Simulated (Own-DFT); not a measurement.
# Point defects and the pressure they add: C11b WSi2

The numbers are computed, not measured, by runs of the plane-wave DFT program Own-DFT (in-house, retired, unreviewed) at fixed positions, with no spin and no spin-orbit coupling.

Common settings: PBE; PseudoDojo norm-conserving scalar-relativistic files; cutoff 50 hartree; 5 x 5 x 5 k mesh centred on Gamma; cold (Marzari-Vanderbilt) smearing of 0.2 eV.

Limits: forces on such cells failed a check on a denser k mesh; stress not checked against mesh or cutoff.

All runs share one cell, with vectors in Å (-2.148, -5.953, 3.409); (-6.444, 2.976, 1.136); (-2.553, -2.948, -6.757) and a volume of 403.2 Å³. u is the rms random offset of the atoms per axis. The defect's site can differ from row to row.

```
cell,formula,u (Å),P (GPa)
no defect,Si20W10,0.0228,4.51
no defect,Si20W10,0.0461,6.32
no defect,Si20W10,0.0466,6.18
one W on a Si site,Si19W11,0.0290,10.02
one W on a Si site,Si19W11,0.0290,9.62
one W on a Si site,Si19W11,0.0519,11.67
one Si vacancy,Si19W10,0.0312,3.43
one Si vacancy,Si19W10,0.0314,?
one Si vacancy,Si19W10,0.0418,3.45
one Si vacancy,Si19W10,0.0469,4.43
one W vacancy,Si20W9,0.0297,3.29
one W vacancy,Si20W9,0.0462,3.78
one W vacancy,Si20W9,0.0565,4.89
one Si on a W site,Si21W9,0.0311,6.23
one Si on a W site,Si21W9,0.0337,6.70
one Si on a W site,Si21W9,0.0498,7.57
```

## Analysis

P = P0 + c u² + a shift for each defect gives P0 = 4.29 GPa, c = 862 ± 94 GPa/Å² and a scatter of 0.28 GPa. The shifts, and each times the cell's volume:

- one W on a Si site: 4.89 ± 0.23 GPa, 12.3 eV
- one Si on a W site: 1.23 ± 0.23 GPa, 3.1 eV
- one Si vacancy: -1.94 ± 0.23 GPa, -4.9 eV
- one W vacancy: -2.09 ± 0.23 GPa, -5.3 eV

A positive shift means that the defect pushes the cell outwards. Shift times volume (160.2 GPa Å³ is 1 eV) depends little on the cell's size, so, taken for each site, it can be compared between cells at like pressure. The atoms around the defects weren't relaxed, which would change these numbers.

## The run left out

Asked: what pressure belongs in the blank (one Si vacancy, u = 0.0314 Å)?

Estimate: 3.20 ± 0.33 GPa. The calculation gave 3.31 GPa.
